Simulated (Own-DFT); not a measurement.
# How strain changes the stress of C40 NbSi2, 36 atoms (Nb12Si24)

Calculated results; nothing here was measured. The program, named Own-DFT, is a retired in-house plane-wave density functional code that no person has reviewed. Each row is one single-point run on a periodic cell that was not relaxed, without spin or spin-orbit coupling.

Settings of every run: PBE; PseudoDojo norm-conserving scalar-relativistic files; cutoff 42 hartree; 4 x 4 x 5 k mesh centred on Gamma; cold (Marzari-Vanderbilt) smearing of 0.2 eV.

Known limits: forces on such cells failed a check on a denser k mesh; stress not checked against mesh or cutoff.

Unstrained cell vectors in Å: (0.000, 8.324, 0.000); (-9.613, 0.000, 0.000); (0.000, 0.000, 6.586). The unstrained cell was taken from the Materials Project. The random moves and any unrelaxed bonds add to the pressure at no strain. Each run strains this cell uniformly, with the atoms carried along. Every atom was also moved at random, by a Gaussian of width 0.05 Å on each axis. Strain is the symmetric tensor, in per cent. Stress is positive in tension, and the pressure is minus a third of its trace.

```
run  e_xx (%)  e_yy (%)  e_zz (%)  e_yz (%)  e_xz (%)  e_xy (%)  s_xx (GPa)  s_yy (GPa)  s_zz (GPa)  s_yz (GPa)  s_xz (GPa)  s_xy (GPa)  P (GPa)  E (meV/atom)
  1     -0.98     -0.32      0.47      0.03      0.69     -0.68       -6.58       -3.84       -2.31        0.56        2.56       -1.64     4.25          11.1
  2      1.17      1.78     -1.53     -1.12     -0.88     -0.03        1.62        3.53       -8.58       -3.62       -2.86       -0.30     1.15          15.5
  3     -1.62      0.65     -1.93     -1.53     -1.90      0.50       -9.51       -3.28      -14.71       -5.43       -7.01        1.54     9.17          38.6
  4      0.47     -0.18      1.53      1.37     -1.38      1.17       -0.32       -1.21        2.87        4.00       -4.19        3.50    -0.44          13.5
  5     -0.51      1.96      1.46      0.70      0.14     -1.10       -2.13        5.22        4.22        1.92        1.03       -3.24    -2.44           5.3
  6      0.38      0.33     -0.10     -0.30     -1.27     -1.21       -0.60       -1.55       -4.16       -0.68       -4.05       -3.55     2.10          11.7
  7      1.29      0.43      1.98      1.25     -0.96      1.52        3.58        1.02        5.86        3.19       -2.36        4.02    -3.49          12.4
  8     -0.58      1.31     -1.59      0.17     -0.47      0.70       -4.52        0.89      -10.06        0.92       -1.85        2.44     4.56           0.0
  9      0.52     -0.47     -0.17     -1.15      0.64      1.92       -1.65       -4.29       -4.28       -3.56        3.16        5.86     3.41          17.1
 10     -0.24      0.90     -0.35      1.75      1.77     -0.64       -2.69        0.32       -5.68        5.50        5.21       -2.01     2.68          17.8
 11     -1.25     -0.15     -0.33      0.28     -1.99      1.65       -8.14       -4.57       -6.77        0.53       -6.32        4.59     6.49          31.5
 12     -0.54     -0.97      1.69     -0.83     -0.81     -0.52       -3.95       -4.79        2.62       -2.33       -2.03       -1.92     2.04           6.9
 13     -1.79     -0.04     -1.09     -0.01     -1.33      0.13      -10.27       -3.95      -10.41        0.22       -4.45        0.15     8.21           9.0
 14      1.59     -1.14     -0.10     -0.34      0.59     -1.27        2.31       -5.16       -3.48       -1.50        2.30       -3.60     2.11           0.7
 15     -1.85      0.70     -1.23      1.37      0.70     -0.03       -9.75       -2.43      -11.27        4.30        2.45        0.12     7.82          28.1
 16     -0.07      0.05     -0.11      1.37     -0.36      1.02           ?           ?           ?           ?           ?           ?        ?             ?
```

E is the free energy for each atom above the lowest run shown.

## Worked fit

Each stress component was fitted by least squares to a constant and the strains of the runs shown, as fractions, with shears doubled. Shear strains stay in the fit of a normal stress only where such slopes are resolved. The slopes, in GPa:

```
stress  at no strain  per e_xx  per e_yy  per e_zz  scatter
  s_xx          -2.7   370 ± 9   81 ± 11    67 ± 8     0.36
  s_yy          -2.5   68 ± 11  348 ± 13   76 ± 10     0.42
  s_zz          -4.0   92 ± 15   71 ± 18  457 ± 14     0.58
```

Each shear stress against twice its own strain: yz 153 ± 7, xz 171 ± 5, xy 148 ± 4 GPa. These are stiffnesses along x, y and z of the frame in which the cell vectors are given, which need not be the crystal's axes. The atoms are held to the strained lattice; where symmetry lets them move under strain, relaxing them would lower some slopes. The table should be nearly symmetric about its diagonal, and what it lacks of that shows the noise. A ninth of its sum, 181 ± 5 GPa, estimates the bulk modulus near the mean pressure of these runs, 3.2 GPa, so it lies above the value at zero pressure.

## Withheld run

Question: what normal stresses and pressure should run 16 give?

The fit gives s_xx = -3.0, s_yy = -2.4, s_zz = -4.5 and P = 3.3 GPa. The calculation gave -2.03, -2.58, -4.36 and P = 2.99 GPa.
